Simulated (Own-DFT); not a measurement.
# One trend across several semiconductors

Source: density functional calculations with Own-DFT, an unreviewed in-house program that is no longer used. Nothing was measured or relaxed, and spin and spin-orbit coupling are left out.

Keep in mind (not all hold for every row): forces on such cells moved up to 12 meV/angstrom on a denser k mesh; forces not confirmed at this smearing and k mesh; k mesh not checked against a denser one; forces on such cells passed a denser k mesh, each cell not checked; stress not checked against mesh or cutoff.

All runs are PBE with PseudoDojo norm-conserving files; cutoff and k mesh are each material's own. Every cell starts from measured lattice constants and was given uniform random strains and small random moves of its atoms. Each triple is the change of volume in per cent, the rms move u in Å and the pressure in GPa.

- wurtzite AlN (Al36N36), 10.45 Å³/atom unstrained: (-2.33, 0.055, 10.46); (-2.14, 0.054, 11.40); (-1.83, 0.046, 9.26); (-1.71, 0.047, 9.35); (-0.48, 0.053, 6.32); (0.52, 0.052, 5.09); (2.67, 0.051, 0.75)
- diamond silicon (Si64), 20.02 Å³/atom unstrained: withheld
- zincblende GaP (Ga32P32), 20.24 Å³/atom unstrained: (-1.50, 0.052, 4.75); (-0.45, 0.050, 3.84); (0.13, 0.047, 3.09); (0.33, 0.051, 3.30); (0.75, 0.053, 2.72); (1.08, 0.050, 2.60); (1.38, 0.052, 2.23)
- zincblende GaAs (As32Ga32), 22.58 Å³/atom unstrained: (-2.33, 0.048, 6.07); (-2.01, 0.053, 5.83); (-0.64, 0.050, 4.50); (0.89, 0.048, 3.25); (1.70, 0.053, 3.02); (3.15, 0.050, 1.97); (3.44, 0.046, 1.66)
- zincblende InP (In48P48), 25.27 Å³/atom unstrained: (-3.23, 0.052, 6.60); (-2.02, 0.050, 5.30); (0.16, 0.050, 3.60); (0.29, 0.050, 3.53); (1.36, 0.049, 2.58); (1.65, 0.051, 2.42); (2.09, 0.051, 2.27)
- grey tin (Sn64), 34.15 Å³/atom unstrained: (-3.09, 0.052, 5.62); (-1.83, 0.052, 4.81); (-0.89, 0.048, 4.10); (0.01, 0.054, 3.74); (0.37, 0.052, 3.48); (0.72, 0.048, 3.28); (1.46, 0.051, 3.11)

## Analysis

Fit a line to each set against the fractional change of volume; B is minus its slope, and u is nearly the same within a set. To take it to zero pressure, assume that B rises by 4 GPa for each GPa: B0 = B - 4 x (mean pressure). The bond length of an ideal tetrahedral crystal with the unstrained volume v is d = (√3/4)(8 v)^(1/3). Cohen's empirical rule reads B0 = (1971 - 220 L) d^(-3.5) GPa, with L = 0 for group IV crystals and SiC and 1 for III-V compounds.

| material | L | d (Å) | B (GPa) | mean P (GPa) | B0 (GPa) | rule (GPa) |
|---|---|---|---|---|---|---|
| wurtzite AlN (Al36N36) | 1 | 1.893 | 202 ± 14 | 7.5 | 172 ± 14 | 188 |
| diamond silicon (Si64) | 0 | 2.352 | ? | ? | ? | 99 |
| zincblende GaP (Ga32P32) | 1 | 2.360 | 86 ± 6 | 3.2 | 73 ± 6 | 87 |
| zincblende GaAs (As32Ga32) | 1 | 2.448 | 75 ± 3 | 3.8 | 60 ± 3 | 76 |
| zincblende InP (In48P48) | 1 | 2.541 | 82 ± 3 | 3.8 | 67 ± 3 | 67 |
| grey tin (Sn64) | 0 | 2.810 | 57 ± 3 | 4.0 | 41 ± 3 | 53 |

A line through ln[B0/(1971 - 220 L)] against ln d has a slope of -3.8 ± 0.4 and a scatter of 12 %. Against the rule, B0 stands at 92 % for wurtzite AlN, 84 % for zincblende GaP, 78 % for zincblende GaAs, 100 % for zincblende InP, 77 % for grey tin. PBE tends to make silicon and heavier crystals too soft, and the rule itself is only a guide.

## The run left out

Question: what B0 does the fitted trend give for diamond silicon (Si64)?

The line gives 85 GPa. Its own runs give B = 97 ± 5 GPa at a mean pressure of 2.4 GPa, so B0 = 87 GPa.
